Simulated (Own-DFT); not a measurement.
Simulation results for InAs (zincblende, strongly disordered by large displacements), GaP (zincblende, strongly disordered by large displacements)

Computed with Own-DFT development build. A calculation, not a measurement: plane-wave PBE density functional theory by an unreviewed code, no spin, of a simulated periodic cell, stress positive in tension, free energy of the whole cell less one offset for each atom, forces on such cells passed a denser k mesh, this cell's mesh not checked; broken bonds can close the gap or carry spin, so checks made on this kind of crystal may not hold here; offsets are fitted by least squares, one for each functional and potential file, so energies compare only between cells with the same atoms and settings and are not formation energies; the far tail of each file's local potential was reset to the Coulomb form; each entry is a single point on an unrelaxed cell, so the pressure reflects the starting lattice, mostly measured values (interpolated for alloys), from which strain is counted, and rises with the displacements; printed positions are rounded, which can move forces by about a meV/angstrom; the program, named Own-DFT, is a retired in-house code; no spin-orbit coupling.

Settings shared by all entries: functional PBE; potential files PseudoDojo norm-conserving, scalar-relativistic, standard set; wave cutoff 42 hartree; occupations Fermi-Dirac; smearing width 0.1 eV; k mesh 3 x 3 x 3 centred on Gamma.

(1) 
```cif
# cell vector a (Å): 12.1166 0.0000 0.0000
# cell vector b (Å): 0.0000 12.1166 0.0000
# cell vector c (Å): 0.0000 0.0000 12.1166
data_InAs
_symmetry_space_group_name_H-M 'P 1'
_symmetry_Int_Tables_number 1
_cell_length_a 12.1166
_cell_length_b 12.1166
_cell_length_c 12.1166
_cell_angle_alpha 90.000
_cell_angle_beta 90.000
_cell_angle_gamma 90.000
_cell_volume 1778.86
loop_
_atom_site_label
_atom_site_type_symbol
_atom_site_fract_x
_atom_site_fract_y
_atom_site_fract_z
_atom_site_occupancy
In1 In 0.00423 0.99271 0.02461 1
In2 In 0.02180 0.28308 0.24698 1
In3 In 0.29597 0.99940 0.22518 1
In4 In 0.25070 0.24268 0.99963 1
As1 As 0.11446 0.08195 0.13448 1
As2 As 0.09617 0.36690 0.39358 1
As3 As 0.40472 0.11958 0.38342 1
As4 As 0.40185 0.39793 0.13650 1
In5 In 0.98406 0.99758 0.51046 1
In6 In 0.02619 0.26918 0.73771 1
In7 In 0.27127 0.98268 0.74433 1
In8 In 0.24318 0.26550 0.51103 1
As5 As 0.11391 0.12770 0.61360 1
As6 As 0.10474 0.35570 0.87383 1
As7 As 0.36118 0.08017 0.87668 1
As8 As 0.37485 0.36460 0.63240 1
In9 In 0.96869 0.50025 0.00178 1
In10 In 0.02111 0.74046 0.25179 1
In11 In 0.26702 0.49462 0.25271 1
In12 In 0.27851 0.77004 0.00422 1
As9 As 0.12541 0.65146 0.11223 1
As10 As 0.13642 0.88602 0.37015 1
As11 As 0.37176 0.61952 0.37735 1
As12 As 0.36922 0.87977 0.11332 1
In13 In 0.02266 0.51833 0.49555 1
In14 In 0.99393 0.76671 0.78392 1
In15 In 0.25488 0.48380 0.74835 1
In16 In 0.24974 0.73224 0.45255 1
As13 As 0.16519 0.62889 0.59858 1
As14 As 0.12511 0.88293 0.86037 1
As15 As 0.38901 0.61863 0.86921 1
As16 As 0.38373 0.88101 0.63004 1
In17 In 0.49111 0.01174 0.00214 1
In18 In 0.50858 0.25907 0.27227 1
In19 In 0.74816 0.01355 0.22986 1
In20 In 0.71797 0.27024 0.97529 1
As17 As 0.63689 0.11478 0.11804 1
As18 As 0.60435 0.39304 0.39894 1
As19 As 0.86980 0.11850 0.37520 1
As20 As 0.85851 0.38977 0.12808 1
In21 In 0.47890 0.99230 0.50115 1
In22 In 0.48465 0.24143 0.73898 1
In23 In 0.74704 0.99066 0.76669 1
In24 In 0.74994 0.22009 0.49779 1
As21 As 0.61396 0.11802 0.60553 1
As22 As 0.62168 0.36707 0.85121 1
As23 As 0.85652 0.12381 0.86726 1
As24 As 0.90611 0.38487 0.63775 1
In25 In 0.49273 0.50271 0.00142 1
In26 In 0.52776 0.77771 0.24721 1
In27 In 0.73549 0.49633 0.24531 1
In28 In 0.72205 0.74711 0.02528 1
As25 As 0.61425 0.63192 0.13795 1
As26 As 0.61006 0.86680 0.38536 1
As27 As 0.88172 0.64756 0.37934 1
As28 As 0.85937 0.83768 0.11809 1
In29 In 0.47671 0.48345 0.50799 1
In30 In 0.52056 0.77157 0.74778 1
In31 In 0.75742 0.50942 0.75236 1
In32 In 0.75326 0.74615 0.51133 1
As29 As 0.60418 0.61413 0.60445 1
As30 As 0.64485 0.88168 0.86491 1
As31 As 0.86703 0.61601 0.87947 1
As32 As 0.88096 0.87978 0.60037 1
_calc_hardware 'one NVIDIA H200'
_calc_free_energy_of_cell_above_offsets '0.729'  # eV
_calc_pressure 9.71  # GPa
_calc_stress_xx -8.82  # GPa
_calc_stress_yy -9.35  # GPa
_calc_stress_zz -10.97  # GPa
_calc_stress_yz -1.8  # GPa
_calc_stress_xz -1.44  # GPa
_calc_stress_xy -1.33  # GPa
_calc_wall_time 1190  # s
```

Force:
| element | x (eV/Å) | y (eV/Å) | z (eV/Å) |
| --- | --- | --- | --- |
| In | -4.948 | -3.253 | -5.001 |
| In | -2.622 | -3.586 | -3.865 |
| In | -3.545 | 4.35 | 5.394 |
| In | -0.137 | -0.311 | 0.419 |
| As | 4.154 | 5.318 | 4.14 |
| As | 3.692 | 1.004 | 1.385 |
| As | -3.629 | 2.489 | -2.488 |
| As | -1.369 | -3.75 | 0.587 |
| In | 3.754 | 3.175 | -3.606 |
| In | -2.572 | -4.921 | -2.739 |
| In | -4.551 | 0.316 | -1.859 |
| In | -0.16 | -1.74 | -1.26 |
| As | 1.595 | -0.907 | 0.661 |
| As | 3.677 | 3.961 | 5.443 |
| As | 0.584 | 5.298 | 1.037 |
| As | -1.124 | 0.254 | -0.058 |
| In | 3.089 | 0.067 | 0.352 |
| In | -1.274 | 1.74 | 1.256 |
| In | -2.659 | 0.633 | -0.088 |
| In | -4.129 | -4.715 | -4.878 |
| As | 1.404 | -2.753 | -1.548 |
| As | -0.149 | 0.928 | -0.475 |
| As | 4.762 | -2.2 | -2.45 |
| As | 6.582 | -1.14 | 0.694 |
| In | -2.099 | 1.664 | 1.234 |
| In | -1.902 | -2.13 | -2.619 |
| In | -1.273 | 1.398 | 0.885 |
| In | -2.342 | 4.382 | 1.809 |
| As | -1.357 | -0.713 | 3.393 |
| As | 1.921 | 1.375 | 2.517 |
| As | -0.86 | 1.535 | -0.644 |
| As | -0.108 | -3.672 | -1.481 |
| In | 2.885 | -1.103 | 0.74 |
| In | 0.671 | -0.418 | -1.465 |
| In | 2.483 | -3.473 | 2.762 |
| In | 3.489 | -3.467 | 3.444 |
| As | -3.038 | 3.616 | -1.993 |
| As | 4.125 | -1.925 | -1.993 |
| As | 1.428 | 0.087 | -2.084 |
| As | 0.153 | -2.726 | -0.225 |
| In | 2.564 | -1.362 | 0.751 |
| In | 1.462 | -2.633 | 1.299 |
| In | 3.176 | 3.484 | -5.432 |
| In | 0.005 | 2.765 | 0.647 |
| As | -0.258 | -0.629 | 2.298 |
| As | -3.055 | 3.259 | -2.155 |
| As | 2.176 | 1.603 | 1.333 |
| As | -2.832 | 1.388 | -2.305 |
| In | 2.136 | 0.809 | -1.757 |
| In | -3.522 | -1.867 | -2.272 |
| In | -0.156 | 1.305 | 2.566 |
| In | -0.275 | -0.256 | -4.198 |
| As | -1.406 | -2.496 | -0.16 |
| As | 2.979 | 2.793 | 2.865 |
| As | -0.275 | -1.984 | -0.611 |
| As | 3.41 | 3.265 | 2.448 |
| In | -1.697 | 2.334 | 0.265 |
| In | -0.622 | -1.897 | -0.613 |
| In | -1.153 | -1.063 | -2.327 |
| In | -1.234 | -0.436 | -0.577 |
| As | 1.705 | 1.226 | 1.991 |
| As | -3.947 | -3.755 | 5.075 |
| As | -0.648 | 3.092 | 0.079 |
| As | -3.14 | -3.632 | 5.453 |

(2) 
```cif
# cell vector a (Å): 10.9010 0.0000 0.0000
# cell vector b (Å): 0.0000 10.9010 0.0000
# cell vector c (Å): 0.0000 0.0000 10.9010
data_GaP
_symmetry_space_group_name_H-M 'P 1'
_symmetry_Int_Tables_number 1
_cell_length_a 10.9010
_cell_length_b 10.9010
_cell_length_c 10.9010
_cell_angle_alpha 90.000
_cell_angle_beta 90.000
_cell_angle_gamma 90.000
_cell_volume 1295.39
loop_
_atom_site_label
_atom_site_type_symbol
_atom_site_fract_x
_atom_site_fract_y
_atom_site_fract_z
_atom_site_occupancy
Ga1 Ga 0.02032 0.95599 0.00801 1
Ga2 Ga 0.05653 0.22729 0.24503 1
Ga3 Ga 0.22768 0.96927 0.23649 1
Ga4 Ga 0.25492 0.27331 0.96662 1
P1 P 0.17744 0.15483 0.14620 1
P2 P 0.12516 0.36894 0.36894 1
P3 P 0.35487 0.11167 0.41322 1
P4 P 0.36152 0.37295 0.09367 1
Ga5 Ga 0.99105 0.96629 0.47430 1
Ga6 Ga 0.99758 0.23614 0.79056 1
Ga7 Ga 0.25878 0.99526 0.72887 1
Ga8 Ga 0.27287 0.25607 0.48927 1
P5 P 0.12062 0.11722 0.63925 1
P6 P 0.13305 0.33931 0.81593 1
P7 P 0.40108 0.10240 0.82897 1
P8 P 0.37523 0.38023 0.59561 1
Ga9 Ga 0.99155 0.49672 0.03688 1
Ga10 Ga 0.03191 0.71465 0.28259 1
Ga11 Ga 0.25974 0.49205 0.31025 1
Ga12 Ga 0.19844 0.76837 0.00875 1
P9 P 0.12670 0.61896 0.05536 1
P10 P 0.15930 0.90411 0.39763 1
P11 P 0.35375 0.61113 0.40937 1
P12 P 0.33656 0.82971 0.20441 1
Ga13 Ga 0.99466 0.49429 0.54424 1
Ga14 Ga 0.00227 0.75646 0.75920 1
Ga15 Ga 0.30782 0.52425 0.80685 1
Ga16 Ga 0.24009 0.75768 0.47759 1
P13 P 0.12956 0.59206 0.58768 1
P14 P 0.17630 0.91942 0.88155 1
P15 P 0.44654 0.61223 0.85839 1
P16 P 0.35540 0.92817 0.60315 1
Ga17 Ga 0.53551 0.04867 0.98952 1
Ga18 Ga 0.54283 0.27056 0.29364 1
Ga19 Ga 0.76808 0.00661 0.27078 1
Ga20 Ga 0.78485 0.24983 0.97230 1
P17 P 0.64604 0.10854 0.12422 1
P18 P 0.67227 0.41898 0.41084 1
P19 P 0.83944 0.11725 0.37694 1
P20 P 0.85041 0.35620 0.10543 1
Ga21 Ga 0.52643 0.02456 0.54308 1
Ga22 Ga 0.53548 0.21260 0.72926 1
Ga23 Ga 0.78829 0.07234 0.73170 1
Ga24 Ga 0.68265 0.24928 0.45600 1
P21 P 0.67346 0.08897 0.60530 1
P22 P 0.59318 0.38456 0.89433 1
P23 P 0.84767 0.10657 0.90883 1
P24 P 0.86624 0.35271 0.59150 1
Ga25 Ga 0.48131 0.47642 0.02599 1
Ga26 Ga 0.50305 0.71214 0.25576 1
Ga27 Ga 0.75174 0.48418 0.27273 1
Ga28 Ga 0.78389 0.75798 0.00778 1
P25 P 0.67226 0.64312 0.15008 1
P26 P 0.60417 0.82243 0.34092 1
P27 P 0.90110 0.61616 0.37063 1
P28 P 0.85145 0.88558 0.11639 1
Ga29 Ga 0.52467 0.53016 0.51917 1
Ga30 Ga 0.46769 0.77985 0.78075 1
Ga31 Ga 0.72846 0.45072 0.77196 1
Ga32 Ga 0.71965 0.76044 0.48280 1
P29 P 0.68542 0.65476 0.61433 1
P30 P 0.68214 0.83468 0.84810 1
P31 P 0.88138 0.60866 0.85039 1
P32 P 0.83746 0.92919 0.64126 1
_calc_hardware 'one NVIDIA H100'
_calc_free_energy_of_cell_above_offsets '44.317'  # eV
_calc_pressure 19.77  # GPa
_calc_stress_xx -19.12  # GPa
_calc_stress_yy -22.43  # GPa
_calc_stress_zz -17.75  # GPa
_calc_stress_yz -2.44  # GPa
_calc_stress_xz -0.31  # GPa
_calc_stress_xy -5.91  # GPa
_calc_wall_time 593.1  # s
```

Force:
| element | x (eV/Å) | y (eV/Å) | z (eV/Å) |
| --- | --- | --- | --- |
| Ga | -1.004 | 1.539 | 0.873 |
| Ga | -7.973 | 3.174 | 3.98 |
| Ga | -0.93 | 6.297 | -2.461 |
| Ga | -0.663 | -2.39 | -1.378 |
| P | 5.395 | -4.958 | -6.011 |
| P | -2.246 | -0.574 | 2.484 |
| P | 3.95 | -4.436 | -2.662 |
| P | -4.641 | -3.49 | 7.088 |
| Ga | -2.718 | 2.03 | 2.46 |
| Ga | -7.274 | -5.611 | -2.601 |
| Ga | -4.218 | 4.475 | 3.582 |
| Ga | -4.202 | 2.125 | 1.31 |
| P | -1.169 | 1.203 | -1.166 |
| P | 7.314 | 6.676 | 1.54 |
| P | -0.071 | 1.03 | 3.441 |
| P | 2.904 | 1.788 | 3.559 |
| Ga | -3.902 | -2.655 | -2.297 |
| Ga | 3.077 | 2.742 | -2.87 |
| Ga | -1.101 | -2.376 | -5.058 |
| Ga | 4.868 | 6.014 | -0.456 |
| P | 0.055 | -4.707 | 4.644 |
| P | -3.393 | 0.782 | -0.02 |
| P | 5.174 | 2.47 | 1.046 |
| P | 2.69 | -4.309 | -3.478 |
| Ga | -5.895 | -3.548 | -3.662 |
| Ga | 0.227 | 0.543 | -1.402 |
| Ga | -8.445 | -5.389 | -4.567 |
| Ga | 0.924 | -2.317 | 3.366 |
| P | 7.74 | 6.806 | 4.509 |
| P | -2.209 | -1.731 | 1.473 |
| P | 6.004 | 1.342 | 4.356 |
| P | 5.397 | -6.731 | -6.4 |
| Ga | -2.683 | -2.175 | -3.516 |
| Ga | -2.333 | -1.133 | -2.241 |
| Ga | -5.273 | -7.416 | -7.043 |
| Ga | -7.185 | 6.567 | 1.159 |
| P | 1.484 | 2.71 | 3.358 |
| P | -5.047 | 4.051 | 4.791 |
| P | 6.425 | 6.663 | 5.938 |
| P | 3.208 | 3.452 | 5.519 |
| Ga | -8.093 | -3.754 | -4.828 |
| Ga | -0.353 | 2.836 | -0.695 |
| Ga | 3.534 | 3.955 | 8.208 |
| Ga | 2.244 | -7.873 | 3.372 |
| P | 0.702 | 5.418 | -3.784 |
| P | 1.189 | -3.747 | -1.367 |
| P | 6.173 | -8.191 | -2.098 |
| P | -1.587 | -1.735 | 2.736 |
| Ga | 5.812 | 7.025 | -1.43 |
| Ga | -5.822 | -5.912 | -4.185 |
| Ga | 4.992 | 3.763 | -8.338 |
| Ga | -1.816 | -5.076 | -3.548 |
| P | -1.484 | -1.725 | -0.51 |
| P | 5.276 | 9.259 | 3.997 |
| P | -3.137 | -2.09 | 2.422 |
| P | 4.166 | 3.158 | 3.911 |
| Ga | -0.391 | -0.013 | 0.921 |
| Ga | 1.384 | 4.484 | -2.185 |
| Ga | 2.951 | 1.905 | -2.742 |
| Ga | 3.405 | 4.357 | -5.001 |
| P | -3.089 | -6.349 | 7.871 |
| P | -2.129 | 1.117 | -1.23 |
| P | -0.334 | -0.686 | 1.914 |
| P | 4.149 | -8.658 | -4.601 |

(3) 
```cif
# cell vector a (Å): 12.1166 0.0000 0.0000
# cell vector b (Å): 0.0000 12.1166 0.0000
# cell vector c (Å): 0.0000 0.0000 12.1166
data_InAs
_symmetry_space_group_name_H-M 'P 1'
_symmetry_Int_Tables_number 1
_cell_length_a 12.1166
_cell_length_b 12.1166
_cell_length_c 12.1166
_cell_angle_alpha 90.000
_cell_angle_beta 90.000
_cell_angle_gamma 90.000
_cell_volume 1778.86
loop_
_atom_site_label
_atom_site_type_symbol
_atom_site_fract_x
_atom_site_fract_y
_atom_site_fract_z
_atom_site_occupancy
In1 In 0.97258 0.96261 0.01012 1
In2 In 0.96773 0.18769 0.26048 1
In3 In 0.25705 0.00452 0.23608 1
In4 In 0.24051 0.26654 0.03768 1
As1 As 0.14241 0.14362 0.13580 1
As2 As 0.10653 0.36340 0.38942 1
As3 As 0.31990 0.07072 0.43636 1
As4 As 0.39646 0.35364 0.12685 1
In5 In 0.01722 0.03240 0.48833 1
In6 In 0.04508 0.29413 0.73172 1
In7 In 0.28321 0.98862 0.74651 1
In8 In 0.25067 0.28663 0.50055 1
As5 As 0.09723 0.13250 0.64583 1
As6 As 0.12378 0.38923 0.86575 1
As7 As 0.38017 0.17675 0.87484 1
As8 As 0.40631 0.32665 0.58653 1
In9 In 0.00089 0.48959 0.01365 1
In10 In 0.99747 0.77887 0.25761 1
In11 In 0.24894 0.54180 0.24346 1
In12 In 0.19005 0.74784 0.96075 1
As9 As 0.10399 0.60292 0.14528 1
As10 As 0.10440 0.92435 0.36552 1
As11 As 0.33691 0.63549 0.37705 1
As12 As 0.38682 0.89766 0.15797 1
In13 In 0.97163 0.48656 0.45784 1
In14 In 0.00959 0.70208 0.79242 1
In15 In 0.24032 0.49526 0.77167 1
In16 In 0.23645 0.73124 0.54715 1
As13 As 0.10224 0.63201 0.62779 1
As14 As 0.12363 0.90570 0.85489 1
As15 As 0.33161 0.60937 0.88573 1
As16 As 0.38421 0.84174 0.59220 1
In17 In 0.50541 0.98517 0.00146 1
In18 In 0.46651 0.22882 0.24464 1
In19 In 0.74412 0.00698 0.20141 1
In20 In 0.73492 0.24439 0.01503 1
As17 As 0.60973 0.13734 0.10006 1
As18 As 0.59915 0.39118 0.37984 1
As19 As 0.82919 0.11686 0.36125 1
As20 As 0.83965 0.37656 0.10101 1
In21 In 0.52393 0.04744 0.47178 1
In22 In 0.50055 0.24923 0.75393 1
In23 In 0.73517 0.98371 0.75313 1
In24 In 0.76698 0.24886 0.52442 1
As21 As 0.63695 0.12203 0.61299 1
As22 As 0.62905 0.42807 0.91081 1
As23 As 0.80221 0.12985 0.85071 1
As24 As 0.90648 0.35813 0.62658 1
In25 In 0.45854 0.51744 0.98122 1
In26 In 0.51051 0.76130 0.26957 1
In27 In 0.67055 0.51711 0.26159 1
In28 In 0.76034 0.70873 0.04661 1
As25 As 0.58469 0.67091 0.09220 1
As26 As 0.62728 0.85890 0.40427 1
As27 As 0.86741 0.62575 0.40151 1
As28 As 0.88549 0.87823 0.15032 1
In29 In 0.46632 0.48864 0.51931 1
In30 In 0.48704 0.70580 0.74415 1
In31 In 0.70642 0.47101 0.74792 1
In32 In 0.75902 0.74145 0.49758 1
As29 As 0.62348 0.66014 0.62726 1
As30 As 0.62440 0.90980 0.87928 1
As31 As 0.88370 0.64057 0.90933 1
As32 As 0.89906 0.87503 0.64920 1
_calc_hardware 'one NVIDIA H200'
_calc_free_energy_of_cell_above_offsets '18.982'  # eV
_calc_pressure 12.5  # GPa
_calc_stress_xx -14.63  # GPa
_calc_stress_yy -10.56  # GPa
_calc_stress_zz -12.31  # GPa
_calc_stress_yz 0.47  # GPa
_calc_stress_xz 1.45  # GPa
_calc_stress_xy -1.74  # GPa
_calc_wall_time 1216  # s
```

Force:
| element | x (eV/Å) | y (eV/Å) | z (eV/Å) |
| --- | --- | --- | --- |
| In | 2.467 | 3.518 | -4.463 |
| In | 3.76 | 3.405 | -2.806 |
| In | -2.174 | 2.087 | 2.109 |
| In | 1.002 | 2.344 | -3.956 |
| As | -4.066 | -3.079 | 1.43 |
| As | 0.36 | -0.63 | -3.243 |
| As | -0.179 | 1.133 | -0.309 |
| As | -1.259 | 5.411 | -2.112 |
| In | -3.622 | 1.434 | 2.58 |
| In | -0.369 | -2.657 | 0.153 |
| In | 0.94 | 1.192 | -0.866 |
| In | -3.776 | -2.81 | -1.15 |
| As | 2.584 | -2.424 | -0.304 |
| As | -0.645 | -0.954 | 7.168 |
| As | -3.262 | -3.507 | 3.122 |
| As | 2.138 | -1.556 | 3.867 |
| In | -1.472 | -0.996 | -0.772 |
| In | 2.726 | -3.994 | 3.591 |
| In | 1.412 | -4.878 | -0.425 |
| In | 0.542 | -0.635 | 2.439 |
| As | -2.553 | 3.399 | -2.022 |
| As | 2.877 | -3.364 | -2.172 |
| As | 3.336 | 1.94 | 3.331 |
| As | 2.443 | -3.002 | -2.763 |
| In | 1.797 | -2.143 | 3.058 |
| In | 2.146 | 3.595 | -3.082 |
| In | 0.802 | 0.36 | -6.54 |
| In | 0.32 | 1.023 | -2.684 |
| As | -2.524 | -4.096 | 0.714 |
| As | -1.638 | 0.334 | 0.09 |
| As | -0.001 | 5.487 | -0.37 |
| As | 2.629 | 2.862 | 1.761 |
| In | -3.406 | 1.725 | 1.57 |
| In | 2.227 | -3.077 | 4.109 |
| In | -2.221 | 0.431 | 1.364 |
| In | 1.293 | 0.734 | -3.84 |
| As | -3.123 | -2.156 | 2.997 |
| As | -0.969 | -3.688 | 2.421 |
| As | -2.395 | -1.445 | 3.369 |
| As | 2.242 | 2.211 | 3.089 |
| In | -0.982 | -1.346 | -1.688 |
| In | 3.828 | 1.342 | -1.832 |
| In | 2.158 | -1.607 | -5.632 |
| In | -0.241 | 0.658 | -1.575 |
| As | 0.011 | 0.52 | 2.7 |
| As | -1.177 | -2.447 | 2.854 |
| As | 3.154 | 3.123 | 2.465 |
| As | -4.489 | 3.196 | -1.827 |
| In | 3.061 | -2.44 | 3.322 |
| In | -1.358 | -0.286 | 0.226 |
| In | 2.526 | 2.69 | -3.143 |
| In | 3.067 | 2.42 | -0.286 |
| As | -3.826 | -1.698 | 1.53 |
| As | -0.32 | 2.498 | -1.144 |
| As | -0.528 | 1.212 | -5.502 |
| As | -4.521 | -1.288 | -0.727 |
| In | 1.637 | 5.347 | -2.012 |
| In | -3.334 | 2.392 | 3.159 |
| In | 2.52 | 1.769 | -4.557 |
| In | 0.288 | 3.177 | 3.338 |
| As | 2.174 | -3.787 | -1.56 |
| As | -0.896 | -5.574 | 0.863 |
| As | -2.675 | -3.027 | 1.271 |
| As | -0.465 | -0.378 | -0.695 |

(4) 
```cif
# cell vector a (Å): 10.9010 0.0000 0.0000
# cell vector b (Å): 0.0000 10.9010 0.0000
# cell vector c (Å): 0.0000 0.0000 10.9010
data_GaP
_symmetry_space_group_name_H-M 'P 1'
_symmetry_Int_Tables_number 1
_cell_length_a 10.9010
_cell_length_b 10.9010
_cell_length_c 10.9010
_cell_angle_alpha 90.000
_cell_angle_beta 90.000
_cell_angle_gamma 90.000
_cell_volume 1295.39
loop_
_atom_site_label
_atom_site_type_symbol
_atom_site_fract_x
_atom_site_fract_y
_atom_site_fract_z
_atom_site_occupancy
Ga1 Ga 0.99507 0.00117 0.02084 1
Ga2 Ga 0.00306 0.22783 0.25319 1
Ga3 Ga 0.26456 0.97774 0.26239 1
Ga4 Ga 0.24301 0.28163 0.98448 1
P1 P 0.13985 0.12228 0.09713 1
P2 P 0.07278 0.36138 0.35802 1
P3 P 0.32842 0.10372 0.41543 1
P4 P 0.33008 0.38668 0.10963 1
Ga5 Ga 0.94961 0.94516 0.45408 1
Ga6 Ga 0.00951 0.20706 0.69993 1
Ga7 Ga 0.21972 0.95573 0.74707 1
Ga8 Ga 0.24218 0.22825 0.52079 1
P5 P 0.16627 0.11744 0.67445 1
P6 P 0.09334 0.33370 0.83959 1
P7 P 0.36322 0.12139 0.83719 1
P8 P 0.35440 0.41827 0.63831 1
Ga9 Ga 0.98945 0.48052 0.03581 1
Ga10 Ga 0.98430 0.74389 0.20058 1
Ga11 Ga 0.25033 0.51166 0.25155 1
Ga12 Ga 0.26768 0.77804 0.99300 1
P9 P 0.16225 0.57075 0.06268 1
P10 P 0.14585 0.88261 0.37546 1
P11 P 0.37948 0.57703 0.40511 1
P12 P 0.36871 0.90643 0.11810 1
Ga13 Ga 0.02404 0.52009 0.43998 1
Ga14 Ga 0.93941 0.73147 0.71823 1
Ga15 Ga 0.20169 0.46278 0.73308 1
Ga16 Ga 0.24101 0.72919 0.54261 1
P13 P 0.10532 0.56153 0.59937 1
P14 P 0.10290 0.90001 0.87715 1
P15 P 0.39539 0.60647 0.89465 1
P16 P 0.42583 0.84006 0.69203 1
Ga17 Ga 0.51482 0.97456 0.97462 1
Ga18 Ga 0.48245 0.26238 0.24586 1
Ga19 Ga 0.75669 0.04152 0.27516 1
Ga20 Ga 0.74563 0.27790 0.96553 1
P17 P 0.61834 0.09980 0.07687 1
P18 P 0.57507 0.37604 0.36891 1
P19 P 0.91110 0.11825 0.40781 1
P20 P 0.86870 0.36882 0.12080 1
Ga21 Ga 0.48067 0.02413 0.47860 1
Ga22 Ga 0.50806 0.23664 0.74123 1
Ga23 Ga 0.71971 0.96935 0.72107 1
Ga24 Ga 0.73937 0.22767 0.51282 1
P21 P 0.57590 0.11733 0.60714 1
P22 P 0.58832 0.37076 0.83460 1
P23 P 0.90638 0.14734 0.84275 1
P24 P 0.86623 0.33339 0.64884 1
Ga25 Ga 0.54012 0.48358 0.99284 1
Ga26 Ga 0.49691 0.75680 0.25879 1
Ga27 Ga 0.74922 0.49431 0.20520 1
Ga28 Ga 0.77731 0.74280 0.03169 1
P25 P 0.59674 0.63478 0.13447 1
P26 P 0.65755 0.88982 0.34872 1
P27 P 0.85411 0.58805 0.45232 1
P28 P 0.87992 0.89642 0.18968 1
Ga29 Ga 0.50157 0.52162 0.52847 1
Ga30 Ga 0.52034 0.72018 0.80624 1
Ga31 Ga 0.76440 0.54156 0.74016 1
Ga32 Ga 0.75155 0.75411 0.50982 1
P29 P 0.60461 0.61917 0.67137 1
P30 P 0.63541 0.84550 0.87927 1
P31 P 0.85689 0.64857 0.85899 1
P32 P 0.97854 0.88693 0.62558 1
_calc_hardware 'one NVIDIA H100'
_calc_free_energy_of_cell_above_offsets '23.894'  # eV
_calc_pressure 14.18  # GPa
_calc_stress_xx -13.73  # GPa
_calc_stress_yy -14.98  # GPa
_calc_stress_zz -13.83  # GPa
_calc_stress_yz -1.9  # GPa
_calc_stress_xz 0.52  # GPa
_calc_stress_xy -0.67  # GPa
_calc_wall_time 578.3  # s
```

Force:
| element | x (eV/Å) | y (eV/Å) | z (eV/Å) |
| --- | --- | --- | --- |
| Ga | -1.27 | 0.389 | -0.346 |
| Ga | -0.755 | -3.413 | -4.26 |
| Ga | -0.725 | 3.323 | -1.099 |
| Ga | -1.91 | -4.022 | -3.779 |
| P | 0.013 | 0.67 | 2.476 |
| P | 5.145 | 0.274 | 1.57 |
| P | -0.459 | -0.367 | -5.349 |
| P | 4.64 | 1.412 | 2.654 |
| Ga | 1.311 | -3.567 | -3.284 |
| Ga | -1.139 | 1.801 | -2.604 |
| Ga | 5.57 | -2.828 | -1.654 |
| Ga | -1.672 | 5 | 1.896 |
| P | 3.062 | 1.388 | -2.752 |
| P | -0.248 | 1.597 | 3.281 |
| P | -0.385 | -0.074 | 1.983 |
| P | 3.727 | -3.904 | -2.361 |
| Ga | 1.808 | 2.134 | -3.65 |
| Ga | 3.669 | -4.431 | 1.119 |
| Ga | -1.296 | -0.455 | 0.747 |
| Ga | -1.094 | -1.538 | -1.193 |
| P | 1.392 | 2.108 | 0.753 |
| P | -2.577 | -3.651 | 2.138 |
| P | -4.007 | 4.855 | -4.196 |
| P | 2.698 | -1.997 | -0.804 |
| Ga | 0.524 | 0.436 | -2.344 |
| Ga | 2.578 | -1.381 | -1.933 |
| Ga | -0.889 | 0.732 | 3.662 |
| Ga | 0.944 | 0.366 | -0.536 |
| P | 0.35 | 4.606 | 3.367 |
| P | -2.182 | -4.152 | 3.348 |
| P | -3.671 | -0.954 | 1.484 |
| P | -4.24 | 3.346 | -4.243 |
| Ga | -2.761 | 0.258 | -1.169 |
| Ga | -1.927 | -2.305 | -2.707 |
| Ga | -0.317 | 2.552 | -2.05 |
| Ga | -0.176 | -1.799 | -0.811 |
| P | 2.596 | 4.105 | 3.149 |
| P | 3.797 | 1.242 | 2.133 |
| P | -2.355 | 4.975 | -0.847 |
| P | -1.665 | -4.772 | 0.894 |
| Ga | 2.292 | -5.374 | -1.314 |
| Ga | -4.288 | -1.504 | -0.961 |
| Ga | 0.962 | 0.907 | -0.097 |
| Ga | -0.424 | 0.74 | -0.525 |
| P | 5.298 | 0.197 | 1.436 |
| P | 4.71 | 3.552 | 2.462 |
| P | -5.228 | -2.574 | 4.773 |
| P | -2.057 | 2.334 | -0.689 |
| Ga | -2.342 | 0.528 | 1.555 |
| Ga | -1.599 | 1.123 | 1.293 |
| Ga | -2.684 | 2.247 | 3.403 |
| Ga | -1.3 | 1.13 | 0.773 |
| P | 3.048 | -1.61 | -1.83 |
| P | -3.303 | -2.215 | 2.624 |
| P | -4.913 | 0.707 | -1.413 |
| P | -2.049 | 2.74 | -2.843 |
| Ga | 3.085 | -2.665 | 2.19 |
| Ga | -1.54 | -1.557 | 1.273 |
| Ga | 0.208 | -5.709 | -2.191 |
| Ga | -0.921 | 1.227 | 0.503 |
| P | 0.851 | 0.138 | -5.023 |
| P | 4.208 | 2.502 | 2.067 |
| P | 1.403 | -0.933 | 6.963 |
| P | 0.482 | 2.108 | 2.886 |
